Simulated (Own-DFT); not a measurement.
TiSi₂ (C49 TiSi2 crystal, atoms displaced) (calculated)

All values are calculated (Own-DFT development build). A calculation, not a measurement: plane-wave density functional theory by an unreviewed code, no spin, of a simulated periodic cell, stress positive in tension, run twice, with PBE and with PBEsol, both on files made for PBE, so the change isn't that of files made for PBEsol, forces on such cells moved up to 12 meV/angstrom on a denser k mesh; the far tail of each file's local potential was reset to the Coulomb form; each entry is a single point on an unrelaxed cell, so the pressure reflects the starting lattice, taken from the Materials Project, from which strain is counted, and rises with the displacements; printed positions are rounded, which can move forces by about a meV/angstrom; the program, named Own-DFT, is a retired in-house code; no spin-orbit coupling; stress was not checked against mesh or cutoff.

Common to all runs: functional PBE, then PBEsol; potential files PseudoDojo norm-conserving, scalar-relativistic, standard set; wave cutoff 42 hartree; occupations cold (Marzari-Vanderbilt); smearing width 0.2 eV; k mesh 4 x 4 x 4 centred on Gamma.

(1) TiSi₂ (C49 TiSi2 crystal, atoms displaced)

```
CELL_PARAMETERS angstrom
5.29530 -6.75930 3.56520
7.06040 0.00000 -7.13030
5.29530 6.75930 3.56520
ATOMIC_POSITIONS crystal
Ti 0.94617 0.92401 0.15115
Ti 0.85617 0.87443 0.64837
Si 0.60653 0.92790 0.49173
Si 0.19067 0.87085 0.30988
Si 0.89683 0.02420 0.40002
Si 0.90099 0.77556 0.40090
Ti 0.94697 0.42607 0.14964
Ti 0.85651 0.37475 0.64583
Si 0.60581 0.42668 0.49061
Si 0.19369 0.37764 0.30967
Si 0.90044 0.52742 0.39709
Si 0.89913 0.27540 0.39835
Ti 0.74659 0.72382 0.95161
Ti 0.65351 0.67698 0.44639
Si 0.40725 0.72339 0.28990
Si 0.99265 0.67380 0.11180
Si 0.69854 0.82846 0.20118
Si 0.69880 0.57816 0.19462
Ti 0.54644 0.02488 0.75276
Ti 0.45412 0.97376 0.24394
Si 0.20747 0.02771 0.09396
Si 0.79082 0.97431 0.91394
Si 0.50181 0.12697 0.00007
Si 0.49710 0.87243 0.00053
Ti 0.74609 0.22437 0.95858
Ti 0.65583 0.17548 0.44611
Si 0.40676 0.22406 0.29339
Si 0.99405 0.17619 0.10842
Si 0.69821 0.32678 0.19808
Si 0.69807 0.07434 0.19822
Ti 0.54752 0.52436 0.75452
Ti 0.45699 0.47166 0.24704
Si 0.20636 0.52501 0.09287
Si 0.79602 0.47594 0.90997
Si 0.49785 0.62492 0.99954
Si 0.49988 0.37321 0.99882
Ti 0.34613 0.82555 0.55210
Ti 0.25402 0.77315 0.04332
Si 0.00707 0.82331 0.89113
Si 0.59075 0.77153 0.70952
Si 0.30175 0.92533 0.79985
Si 0.29897 0.67580 0.79684
Ti 0.34890 0.32739 0.55228
Ti 0.25400 0.26974 0.04624
Si 0.00821 0.32477 0.89545
Si 0.59267 0.27509 0.70882
Si 0.29719 0.42742 0.79931
Si 0.29837 0.17346 0.79978
Ti 0.14814 0.62750 0.34841
Ti 0.04961 0.57366 0.84503
Si 0.80688 0.62786 0.69165
Si 0.39236 0.57451 0.50726
Si 0.09850 0.72566 0.60028
Si 0.09794 0.47465 0.60219
Ti 0.14396 0.12423 0.35376
Ti 0.05426 0.07701 0.84661
Si 0.80850 0.12630 0.68941
Si 0.39317 0.07539 0.50612
Si 0.09595 0.22078 0.60220
Si 0.10318 0.97741 0.59953
```

- PBE pressure: 2.11 GPa
- PBE stress xx: -1.78 GPa
- PBE stress yy: -2.25 GPa
- PBE stress zz: -2.32 GPa
- PBE stress yz: 0.28 GPa
- PBE stress xz: -0.04 GPa
- PBE stress xy: -0.01 GPa
- PBEsol pressure: -1.21 GPa
- PBEsol stress xx: 1.65 GPa
- PBEsol stress yy: 1.32 GPa
- PBEsol stress zz: 0.66 GPa
- PBEsol stress yz: 0.29 GPa
- PBEsol stress xz: -0.04 GPa
- PBEsol stress xy: -0.02 GPa
- rms change of force components from PBE to PBEsol: 0.019 eV/Å

Force:
| force element | PBE force x (eV/Å) | PBE force y (eV/Å) | PBE force z (eV/Å) | PBEsol force x (eV/Å) | PBEsol force y (eV/Å) | PBEsol force z (eV/Å) |
| --- | --- | --- | --- | --- | --- | --- |
| Ti | 0.418 | 0.088 | 0.107 | 0.415 | 0.075 | 0.106 |
| Ti | -0.195 | 0.179 | -0.416 | -0.198 | 0.19 | -0.41 |
| Si | -0.043 | -0.237 | 0.562 | -0.042 | -0.289 | 0.567 |
| Si | 0.251 | -0.02 | -0.61 | 0.246 | 0.033 | -0.607 |
| Si | 0.175 | -0.166 | 0.035 | 0.18 | -0.161 | 0.034 |
| Si | -0.113 | -0.051 | -0.072 | -0.116 | -0.051 | -0.074 |
| Ti | 0.34 | 0.278 | 0.348 | 0.335 | 0.256 | 0.342 |
| Ti | -0.085 | 0.448 | -0.289 | -0.083 | 0.455 | -0.284 |
| Si | 0.269 | -0.337 | 0.476 | 0.263 | -0.39 | 0.477 |
| Si | -0.388 | 0.267 | 0.117 | -0.38 | 0.321 | 0.117 |
| Si | -0.112 | 0.121 | 0.124 | -0.114 | 0.122 | 0.125 |
| Si | 0.053 | -0.111 | -0.053 | 0.053 | -0.11 | -0.051 |
| Ti | 0.303 | 0.119 | -0.066 | 0.297 | 0.1 | -0.062 |
| Ti | -0.161 | -0.02 | 0.019 | -0.16 | -0.004 | 0.019 |
| Si | 0.131 | -0.278 | 0.027 | 0.128 | -0.33 | 0.026 |
| Si | -0.283 | 0.05 | -0.541 | -0.279 | 0.102 | -0.541 |
| Si | -0.246 | -0.181 | 0.234 | -0.246 | -0.175 | 0.236 |
| Si | 0.147 | 0.154 | 0.317 | 0.148 | 0.15 | 0.317 |
| Ti | 0.063 | -0.119 | 0.142 | 0.059 | -0.134 | 0.138 |
| Ti | 0.108 | 0.449 | -0.037 | 0.11 | 0.458 | -0.035 |
| Si | -0.502 | -0.222 | 0.613 | -0.493 | -0.276 | 0.613 |
| Si | -0.285 | -0.21 | -0.432 | -0.281 | -0.162 | -0.432 |
| Si | -0.444 | 0.091 | 0.072 | -0.449 | 0.092 | 0.075 |
| Si | 0.253 | -0.316 | -0.1 | 0.259 | -0.31 | -0.102 |
| Ti | -0.154 | -0.726 | -0.272 | -0.153 | -0.731 | -0.27 |
| Ti | -0.166 | 0.316 | -0.233 | -0.165 | 0.331 | -0.232 |
| Si | -0.017 | -0.416 | -0.093 | -0.016 | -0.474 | -0.097 |
| Si | -0.208 | 0.525 | 0.1 | -0.206 | 0.58 | 0.099 |
| Si | 0.169 | -0.006 | 0.215 | 0.165 | -0.004 | 0.216 |
| Si | 0.333 | -0.007 | 0.04 | 0.338 | -0.01 | 0.034 |
| Ti | -0.155 | -0.088 | 0.001 | -0.155 | -0.101 | -0.005 |
| Ti | -0.126 | 0.277 | -0.551 | -0.124 | 0.294 | -0.548 |
| Si | -0.157 | -0.495 | 0.213 | -0.155 | -0.547 | 0.208 |
| Si | -0.547 | 0.275 | -0.308 | -0.537 | 0.326 | -0.31 |
| Si | -0.105 | -0.101 | 0.079 | -0.111 | -0.099 | 0.079 |
| Si | 0.084 | 0.04 | -0.159 | 0.088 | 0.037 | -0.16 |
| Ti | 0.04 | -0.111 | 0.127 | 0.041 | -0.124 | 0.125 |
| Ti | 0.243 | 0.402 | -0.197 | 0.244 | 0.413 | -0.19 |
| Si | 0.252 | -0.091 | 0.003 | 0.247 | -0.141 | 0.003 |
| Si | 0.198 | 0.132 | -0.587 | 0.194 | 0.184 | -0.589 |
| Si | -0.113 | 0.096 | -0.04 | -0.115 | 0.096 | -0.038 |
| Si | 0.033 | 0.048 | 0.121 | 0.04 | 0.047 | 0.12 |
| Ti | -0.298 | 0.329 | 0.236 | -0.294 | 0.302 | 0.234 |
| Ti | 0.657 | 0.126 | -0.51 | 0.646 | 0.143 | -0.506 |
| Si | -0.222 | -0.47 | -0.152 | -0.218 | -0.525 | -0.151 |
| Si | 0.038 | 0.142 | -0.013 | 0.036 | 0.195 | -0.016 |
| Si | -0.062 | -0.07 | 0.291 | -0.063 | -0.069 | 0.296 |
| Si | 0.236 | -0.246 | -0.092 | 0.241 | -0.241 | -0.092 |
| Ti | 0.063 | 0.534 | 0.544 | 0.061 | 0.51 | 0.537 |
| Ti | 0.515 | -0.152 | 0.071 | 0.507 | -0.136 | 0.068 |
| Si | -0.257 | -0.284 | 0.345 | -0.251 | -0.337 | 0.348 |
| Si | 0.125 | 0.297 | -0.206 | 0.123 | 0.351 | -0.207 |
| Si | -0.003 | -0.13 | 0.026 | 0 | -0.126 | 0.023 |
| Si | -0.138 | -0.421 | -0.061 | -0.143 | -0.411 | -0.059 |
| Ti | 0.243 | -0.339 | 0.068 | 0.241 | -0.355 | 0.07 |
| Ti | -0.289 | 0.288 | 0.249 | -0.283 | 0.295 | 0.245 |
| Si | 0.108 | 0.076 | 0.45 | 0.104 | 0.024 | 0.454 |
| Si | 0.025 | 0.52 | -0.07 | 0.025 | 0.579 | -0.068 |
| Si | 0.412 | -0.4 | -0.388 | 0.414 | -0.389 | -0.395 |
| Si | -0.407 | 0.154 | 0.176 | -0.414 | 0.15 | 0.179 |

(2) TiSi₂ (C49 TiSi2 crystal, atoms displaced)

```
CELL_PARAMETERS angstrom
5.29530 -6.75930 3.56520
7.06040 0.00000 -7.13030
5.29530 6.75930 3.56520
ATOMIC_POSITIONS crystal
Ti 0.94679 0.92561 0.15272
Ti 0.85389 0.87597 0.64382
Si 0.60639 0.92924 0.48809
Si 0.19318 0.87525 0.31016
Si 0.90003 0.02758 0.39906
Si 0.89925 0.77552 0.39658
Ti 0.94939 0.42412 0.14985
Ti 0.85032 0.37262 0.64862
Si 0.60746 0.42426 0.49593
Si 0.18963 0.37445 0.31118
Si 0.90135 0.52750 0.40170
Si 0.90053 0.27273 0.39888
Ti 0.74804 0.72505 0.95520
Ti 0.65407 0.67378 0.44227
Si 0.41101 0.72114 0.29443
Si 0.99360 0.67598 0.11364
Si 0.69744 0.82218 0.20021
Si 0.69914 0.57815 0.20048
Ti 0.54397 0.02566 0.75044
Ti 0.44858 0.97306 0.24912
Si 0.21182 0.02680 0.09067
Si 0.79255 0.97577 0.91011
Si 0.49770 0.12347 0.00268
Si 0.49807 0.87603 0.99653
Ti 0.74632 0.22649 0.95062
Ti 0.65223 0.17393 0.44588
Si 0.40589 0.22490 0.29225
Si 0.99253 0.17520 0.10543
Si 0.70230 0.32718 0.20148
Si 0.69923 0.07517 0.20307
Ti 0.54784 0.52483 0.75181
Ti 0.45174 0.47348 0.24459
Si 0.20728 0.52499 0.09353
Si 0.79213 0.47472 0.91160
Si 0.49977 0.62581 0.99939
Si 0.49976 0.37398 0.00115
Ti 0.34859 0.82510 0.54979
Ti 0.25241 0.77335 0.04716
Si 0.01135 0.82188 0.88848
Si 0.58755 0.77785 0.70865
Si 0.30152 0.92504 0.79852
Si 0.30186 0.67082 0.80082
Ti 0.34990 0.31947 0.55476
Ti 0.24810 0.27645 0.04647
Si 0.00564 0.32503 0.89283
Si 0.59134 0.27453 0.70725
Si 0.29896 0.42826 0.80135
Si 0.29964 0.17663 0.79576
Ti 0.15009 0.62590 0.35410
Ti 0.05353 0.57605 0.84928
Si 0.80661 0.62547 0.69393
Si 0.39268 0.57345 0.50858
Si 0.09599 0.72834 0.59872
Si 0.09697 0.47238 0.60116
Ti 0.14399 0.12778 0.35128
Ti 0.05469 0.07760 0.84624
Si 0.80858 0.12495 0.69096
Si 0.39155 0.07482 0.50629
Si 0.09832 0.22596 0.59913
Si 0.10204 0.97658 0.59752
```

- PBE pressure: 1.88 GPa
- PBE stress xx: -1.96 GPa
- PBE stress yy: -1.47 GPa
- PBE stress zz: -2.21 GPa
- PBE stress yz: -0.01 GPa
- PBE stress xz: -0.05 GPa
- PBE stress xy: 0 GPa
- PBEsol pressure: -1.44 GPa
- PBEsol stress xx: 1.45 GPa
- PBEsol stress yy: 2.1 GPa
- PBEsol stress zz: 0.77 GPa
- PBEsol stress yz: -0.01 GPa
- PBEsol stress xz: -0.05 GPa
- PBEsol stress xy: 0 GPa
- rms change of force components from PBE to PBEsol: 0.018 eV/Å

Force:
| force element | PBE force x (eV/Å) | PBE force y (eV/Å) | PBE force z (eV/Å) | PBEsol force x (eV/Å) | PBEsol force y (eV/Å) | PBEsol force z (eV/Å) |
| --- | --- | --- | --- | --- | --- | --- |
| Ti | 0.074 | 0.009 | 0.025 | 0.073 | -0.002 | 0.026 |
| Ti | 0.009 | 0.301 | -0.011 | 0.011 | 0.309 | -0.01 |
| Si | -0.149 | -0.18 | 0.82 | -0.148 | -0.23 | 0.818 |
| Si | -0.215 | -0.02 | -0.275 | -0.211 | 0.024 | -0.272 |
| Si | -0.201 | 0.027 | 0.226 | -0.203 | 0.027 | 0.232 |
| Si | 0.205 | 0.019 | -0.006 | 0.208 | 0.019 | -0.011 |
| Ti | 0.319 | 0.59 | -0.031 | 0.313 | 0.565 | -0.028 |
| Ti | 0.316 | -0.391 | -0.2 | 0.312 | -0.372 | -0.196 |
| Si | -0.296 | -0.542 | -0.256 | -0.291 | -0.597 | -0.254 |
| Si | 0.117 | 0.039 | -0.104 | 0.113 | 0.087 | -0.105 |
| Si | -0.374 | -0.038 | 0.132 | -0.38 | -0.034 | 0.13 |
| Si | 0.246 | 0.078 | -0.325 | 0.251 | 0.075 | -0.325 |
| Ti | -0.141 | -0.124 | -0.205 | -0.142 | -0.135 | -0.202 |
| Ti | 0.565 | 0.553 | 0.172 | 0.556 | 0.559 | 0.167 |
| Si | -0.221 | -0.197 | -0.587 | -0.219 | -0.246 | -0.589 |
| Si | -0.316 | 0.034 | -0.276 | -0.31 | 0.081 | -0.28 |
| Si | 0.3 | -0.137 | -0.407 | 0.3 | -0.134 | -0.408 |
| Si | -0.324 | -0.222 | 0.345 | -0.322 | -0.218 | 0.346 |
| Ti | 0.417 | -0.058 | 0.242 | 0.41 | -0.07 | 0.236 |
| Ti | 0.197 | -0.582 | -0.072 | 0.198 | -0.559 | -0.071 |
| Si | -0.403 | 0.05 | 0.091 | -0.397 | 0.003 | 0.091 |
| Si | -0.231 | -0.053 | -0.021 | -0.226 | -0.003 | -0.017 |
| Si | 0.051 | -0.127 | -0.178 | 0.049 | -0.124 | -0.181 |
| Si | 0.147 | 0.08 | 0.231 | 0.147 | 0.078 | 0.235 |
| Ti | 0 | 0.347 | 0.288 | 0.003 | 0.323 | 0.286 |
| Ti | 0.31 | 0.036 | -0.185 | 0.307 | 0.052 | -0.181 |
| Si | -0.079 | -0.313 | -0.115 | -0.077 | -0.364 | -0.116 |
| Si | -0.075 | 0.349 | 0.189 | -0.072 | 0.399 | 0.192 |
| Si | -0.281 | 0.021 | -0.072 | -0.284 | 0.022 | -0.074 |
| Si | -0.257 | -0.234 | -0.134 | -0.254 | -0.231 | -0.133 |
| Ti | 0.139 | 0.175 | 0.059 | 0.135 | 0.158 | 0.059 |
| Ti | 0.375 | 0.073 | 0.213 | 0.375 | 0.088 | 0.209 |
| Si | -0.029 | -0.164 | 0.08 | -0.03 | -0.216 | 0.081 |
| Si | -0.139 | 0.16 | -0.357 | -0.137 | 0.212 | -0.355 |
| Si | -0.024 | 0.027 | 0.139 | -0.023 | 0.029 | 0.143 |
| Si | -0.046 | -0.089 | -0.038 | -0.042 | -0.088 | -0.038 |
| Ti | 0.046 | 0.433 | 0.173 | 0.046 | 0.41 | 0.169 |
| Ti | 0.308 | -0.16 | -0.08 | 0.304 | -0.145 | -0.076 |
| Si | 0.343 | 0.19 | -0.393 | 0.336 | 0.143 | -0.387 |
| Si | 0.013 | -0.183 | 0.31 | 0.012 | -0.134 | 0.304 |
| Si | -0.183 | 0.196 | -0.077 | -0.184 | 0.193 | -0.078 |
| Si | 0.123 | -0.044 | -0.55 | 0.124 | -0.043 | -0.557 |
| Ti | 0.174 | 0.165 | -0.831 | 0.171 | 0.147 | -0.823 |
| Ti | 0.288 | -0.426 | 0.241 | 0.284 | -0.403 | 0.239 |
| Si | 0.025 | -0.44 | -0.199 | 0.025 | -0.492 | -0.198 |
| Si | 0.08 | 0.325 | 0.265 | 0.078 | 0.378 | 0.268 |
| Si | -0.33 | -0.09 | 0.295 | -0.335 | -0.085 | 0.3 |
| Si | 0.158 | 0.26 | 0.204 | 0.158 | 0.252 | 0.203 |
| Ti | -0.21 | 0.264 | 0.078 | -0.211 | 0.245 | 0.073 |
| Ti | -0.402 | -0.13 | 0.034 | -0.396 | -0.115 | 0.039 |
| Si | -0.079 | -0.17 | -0.118 | -0.079 | -0.219 | -0.118 |
| Si | -0.068 | 0.358 | 0.05 | -0.067 | 0.413 | 0.047 |
| Si | 0.052 | -0.17 | 0.382 | 0.05 | -0.167 | 0.386 |
| Si | 0.358 | -0.202 | -0.09 | 0.366 | -0.199 | -0.091 |
| Ti | 0.002 | -0.17 | 0.362 | 0.004 | -0.182 | 0.359 |
| Ti | -0.417 | 0.075 | 0.256 | -0.411 | 0.09 | 0.249 |
| Si | -0.087 | -0.096 | 0.158 | -0.085 | -0.148 | 0.155 |
| Si | -0.146 | 0.376 | -0.039 | -0.144 | 0.43 | -0.039 |
| Si | 0.016 | 0.022 | 0.095 | 0.012 | 0.023 | 0.099 |
| Si | -0.054 | 0.121 | 0.077 | -0.053 | 0.118 | 0.074 |

(3) TiSi₂ (C49 TiSi2 crystal, atoms displaced)

```
CELL_PARAMETERS angstrom
5.29530 -6.75930 3.56520
7.06040 0.00000 -7.13030
5.29530 6.75930 3.56520
ATOMIC_POSITIONS crystal
Ti 0.94797 0.92811 0.15215
Ti 0.85483 0.87536 0.65103
Si 0.60673 0.92247 0.49554
Si 0.18985 0.87353 0.30586
Si 0.89844 0.02144 0.40310
Si 0.89879 0.77548 0.40109
Ti 0.94732 0.42303 0.15530
Ti 0.85392 0.37607 0.64535
Si 0.61117 0.42389 0.49378
Si 0.19102 0.37530 0.30244
Si 0.90114 0.52204 0.40221
Si 0.89588 0.27909 0.39720
Ti 0.74798 0.72633 0.95263
Ti 0.65674 0.67925 0.44541
Si 0.41090 0.72676 0.29106
Si 0.98813 0.67645 0.10697
Si 0.69963 0.82808 0.20132
Si 0.70256 0.57202 0.19981
Ti 0.55168 0.02610 0.75374
Ti 0.45205 0.97315 0.24754
Si 0.20642 0.02585 0.08863
Si 0.79228 0.97436 0.90808
Si 0.49630 0.12588 0.99805
Si 0.49907 0.87858 0.00050
Ti 0.74467 0.22746 0.95363
Ti 0.65446 0.17201 0.44713
Si 0.40701 0.22253 0.29068
Si 0.99260 0.17659 0.11012
Si 0.70690 0.32841 0.20096
Si 0.69620 0.07450 0.19949
Ti 0.54764 0.52409 0.75289
Ti 0.45069 0.47513 0.24662
Si 0.20773 0.52458 0.09190
Si 0.79068 0.47473 0.90355
Si 0.49963 0.62305 0.99974
Si 0.49691 0.37531 0.99769
Ti 0.34285 0.82672 0.55093
Ti 0.25806 0.77672 0.04617
Si 0.00693 0.82391 0.89056
Si 0.59046 0.77526 0.70583
Si 0.29703 0.92534 0.80038
Si 0.30160 0.67491 0.79697
Ti 0.34780 0.32308 0.55522
Ti 0.25217 0.27247 0.04461
Si 0.00800 0.32649 0.89290
Si 0.59148 0.27452 0.70858
Si 0.30085 0.42386 0.79889
Si 0.29744 0.17621 0.79932
Ti 0.14512 0.62770 0.35026
Ti 0.05264 0.57733 0.84467
Si 0.80657 0.62531 0.69523
Si 0.38976 0.57302 0.50881
Si 0.09735 0.72762 0.59810
Si 0.09986 0.47123 0.59738
Ti 0.14547 0.12650 0.35445
Ti 0.05516 0.07378 0.84708
Si 0.80794 0.12291 0.69408
Si 0.39057 0.07478 0.50933
Si 0.09844 0.22817 0.60173
Si 0.10243 0.97320 0.59980
```

* PBE pressure: 2.13 GPa
* PBE stress xx: -1.86 GPa
* PBE stress yy: -2.17 GPa
* PBE stress zz: -2.37 GPa
* PBE stress yz: -0.12 GPa
* PBE stress xz: -0.04 GPa
* PBE stress xy: 0.1 GPa
* PBEsol pressure: -1.19 GPa
* PBEsol stress xx: 1.57 GPa
* PBEsol stress yy: 1.41 GPa
* PBEsol stress zz: 0.6 GPa
* PBEsol stress yz: -0.13 GPa
* PBEsol stress xz: -0.04 GPa
* PBEsol stress xy: 0.1 GPa
* rms change of force components from PBE to PBEsol: 0.019 eV/Å

Force:
| force element | PBE force x (eV/Å) | PBE force y (eV/Å) | PBE force z (eV/Å) | PBEsol force x (eV/Å) | PBEsol force y (eV/Å) | PBEsol force z (eV/Å) |
| --- | --- | --- | --- | --- | --- | --- |
| Ti | -0.319 | 0.23 | 0.143 | -0.317 | 0.213 | 0.146 |
| Ti | -0.537 | -0.103 | -0.188 | -0.534 | -0.086 | -0.187 |
| Si | 0.179 | -0.452 | -0.511 | 0.178 | -0.509 | -0.515 |
| Si | 0.342 | 0.048 | -0.175 | 0.337 | 0.098 | -0.173 |
| Si | 0.261 | -0.186 | -0.362 | 0.265 | -0.181 | -0.371 |
| Si | -0.069 | -0.237 | 0.042 | -0.079 | -0.234 | 0.047 |
| Ti | 0.016 | -0.374 | -0.559 | 0.013 | -0.377 | -0.551 |
| Ti | -0.01 | 0.317 | 0.227 | -0.006 | 0.326 | 0.223 |
| Si | -0.21 | -0.152 | -0.462 | -0.205 | -0.203 | -0.46 |
| Si | 0.403 | 0.43 | 0.483 | 0.396 | 0.485 | 0.485 |
| Si | 0.207 | -0.084 | -0.462 | 0.21 | -0.081 | -0.468 |
| Si | 0.018 | -0.02 | 0.857 | 0.02 | -0.021 | 0.869 |
| Ti | -0.334 | 0.231 | -0.033 | -0.33 | 0.203 | -0.035 |
| Ti | -0.602 | 0.451 | 0.437 | -0.593 | 0.463 | 0.433 |
| Si | -0.225 | 0.027 | 0.286 | -0.22 | -0.022 | 0.281 |
| Si | 0.178 | 0.067 | 0.301 | 0.176 | 0.119 | 0.302 |
| Si | -0.274 | -0.169 | 0.147 | -0.279 | -0.163 | 0.154 |
| Si | 0.238 | 0.112 | -0.52 | 0.247 | 0.109 | -0.526 |
| Ti | -0.533 | 0.436 | -0.173 | -0.525 | 0.412 | -0.172 |
| Ti | 0.183 | -0.024 | -0.241 | 0.18 | -0.015 | -0.237 |
| Si | 0.192 | -0.044 | 0.358 | 0.188 | -0.097 | 0.356 |
| Si | 0.297 | 0.318 | -0.005 | 0.291 | 0.37 | -0.002 |
| Si | 0.229 | -0.071 | 0.156 | 0.231 | -0.069 | 0.152 |
| Si | -0.207 | -0.269 | 0.289 | -0.213 | -0.264 | 0.293 |
| Ti | -0.104 | -0.179 | 0.337 | -0.106 | -0.195 | 0.332 |
| Ti | 0.077 | 0.187 | -0.309 | 0.08 | 0.204 | -0.306 |
| Si | 0.232 | -0.191 | -0.016 | 0.228 | -0.241 | -0.015 |
| Si | -0.275 | 0.203 | -0.08 | -0.269 | 0.255 | -0.078 |
| Si | -0.954 | 0.494 | -0.085 | -0.968 | 0.484 | -0.086 |
| Si | 0.32 | -0.182 | -0.106 | 0.328 | -0.18 | -0.11 |
| Ti | -0.091 | -0.009 | -0.191 | -0.09 | -0.023 | -0.184 |
| Ti | 0.218 | -0.215 | 0.27 | 0.215 | -0.198 | 0.263 |
| Si | -0.031 | -0.319 | -0.47 | -0.029 | -0.372 | -0.473 |
| Si | 0.422 | 0.48 | 0.343 | 0.413 | 0.537 | 0.344 |
| Si | 0.268 | -0.046 | -0.11 | 0.272 | -0.043 | -0.115 |
| Si | 0.279 | 0.025 | 0.254 | 0.284 | 0.022 | 0.263 |
| Ti | 0.074 | -0.255 | 0.391 | 0.075 | -0.267 | 0.387 |
| Ti | -0.593 | 0.415 | -0.059 | -0.585 | 0.427 | -0.062 |
| Si | 0.446 | -0.245 | 0.191 | 0.438 | -0.299 | 0.186 |
| Si | 0.145 | 0.538 | 0.274 | 0.145 | 0.592 | 0.278 |
| Si | 0.167 | -0.296 | 0.136 | 0.168 | -0.287 | 0.138 |
| Si | 0.008 | 0.139 | -0.031 | 0.007 | 0.136 | -0.032 |
| Ti | -0.225 | -0.244 | -0.338 | -0.222 | -0.252 | -0.334 |
| Ti | 0.359 | 0.147 | -0.187 | 0.356 | 0.161 | -0.186 |
| Si | -0.174 | -0.239 | 0.039 | -0.171 | -0.292 | 0.041 |
| Si | 0.071 | 0.122 | 0.049 | 0.07 | 0.176 | 0.05 |
| Si | 0.042 | 0.148 | -0.211 | 0.039 | 0.146 | -0.214 |
| Si | -0.077 | -0.23 | 0.188 | -0.077 | -0.225 | 0.187 |
| Ti | -0.094 | 0.042 | 0.376 | -0.093 | 0.026 | 0.373 |
| Ti | -0.086 | -0.017 | 0.376 | -0.088 | 0.003 | 0.37 |
| Si | -0.068 | -0.55 | -0.312 | -0.064 | -0.606 | -0.315 |
| Si | 0.13 | -0.086 | -0.195 | 0.125 | -0.036 | -0.195 |
| Si | -0.083 | -0.036 | 0.379 | -0.084 | -0.034 | 0.386 |
| Si | 0.564 | -0.01 | -0.294 | 0.573 | -0.01 | -0.297 |
| Ti | -0.181 | -0.086 | 0.147 | -0.179 | -0.107 | 0.146 |
| Ti | -0.082 | 0.234 | -0.335 | -0.079 | 0.245 | -0.329 |
| Si | 0.23 | -0.367 | -0.335 | 0.224 | -0.418 | -0.335 |
| Si | 0.036 | 0.125 | 0.016 | 0.036 | 0.176 | 0.015 |
| Si | -0.477 | -0.125 | 0.252 | -0.487 | -0.122 | 0.254 |
| Si | 0.086 | 0.147 | -0.389 | 0.091 | 0.142 | -0.392 |
